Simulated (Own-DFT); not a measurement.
# Which defects push the lattice out? zincblende InP

Calculated, not measured: single-point runs of Own-DFT, a retired in-house plane-wave DFT program that no person has reviewed, on unrelaxed cells, without spin or spin-orbit coupling.

All runs used: PBE; PseudoDojo norm-conserving scalar-relativistic files; cutoff 36 hartree; 3 x 3 x 3 k mesh centred on Gamma; Fermi-Dirac smearing of 0.1 eV.

Caveats (not all hold for every row): not probed for a lower state with spin; forces on such cells moved up to 12 meV/angstrom on a denser k mesh; stress not checked against mesh or cutoff.

All runs share one cell, with vectors in Å (11.737, 0.000, 0.000); (0.000, 11.737, 0.000); (0.000, 0.000, 11.737) and a volume of 1617.0 Å³. u is the rms random offset of the atoms per axis. The defect's site can differ from row to row.

| cell | formula | u (Å) | P (GPa) |
|---|---|---|---|
| no defect | In32P32 | 0.0208 | 3.21 |
| no defect | In32P32 | 0.0216 | 3.23 |
| no defect | In32P32 | 0.0480 | 3.52 |
| one P on an In site | In31P33 | 0.0272 | 3.08 |
| one P on an In site | In31P33 | 0.0510 | 3.29 |
| one P on an In site | In31P33 | 0.0518 | 3.43 |
| two P vacancies | In32P30 | 0.0283 | 2.96 |
| two P vacancies | In32P30 | 0.0289 | 2.93 |
| two P vacancies | In32P30 | 0.0295 | 2.96 |
| one In on a P site and one P on an In site | In32P32 | 0.0302 | 3.60 |
| one In on a P site and one P on an In site | In32P32 | 0.0318 | 3.67 |
| one In on a P site and one P on an In site | In32P32 | 0.0503 | 3.96 |
| one In on a P site and one P on an In site | In32P32 | 0.0537 | ? |

## Analysis

P = P0 + c u² + a shift for each defect gives P0 = 3.14 GPa, c = 170 ± 18 GPa/Å² and a scatter of 0.04 GPa. The shifts, and each times the cell's volume:

- one In on a P site and one P on an In site: 0.35 ± 0.04 GPa, 3.6 eV
- one P on an In site: -0.21 ± 0.04 GPa, -2.1 eV
- two P vacancies: -0.33 ± 0.04 GPa, -3.3 eV (-1.7 eV for each of its 2 sites)

A positive shift means that the defect pushes the cell outwards. Shift times volume (160.2 GPa Å³ is 1 eV) depends little on the cell's size, so, taken for each site, it can be compared between cells at like pressure. The atoms around the defects weren't relaxed, which would change these numbers.

## Withheld run

Asked: what pressure belongs in the blank (one In on a P site and one P on an In site, u = 0.0537 Å)?

The fitted form gives 3.98 ± 0.06 GPa. The run itself gave 4.07 GPa.
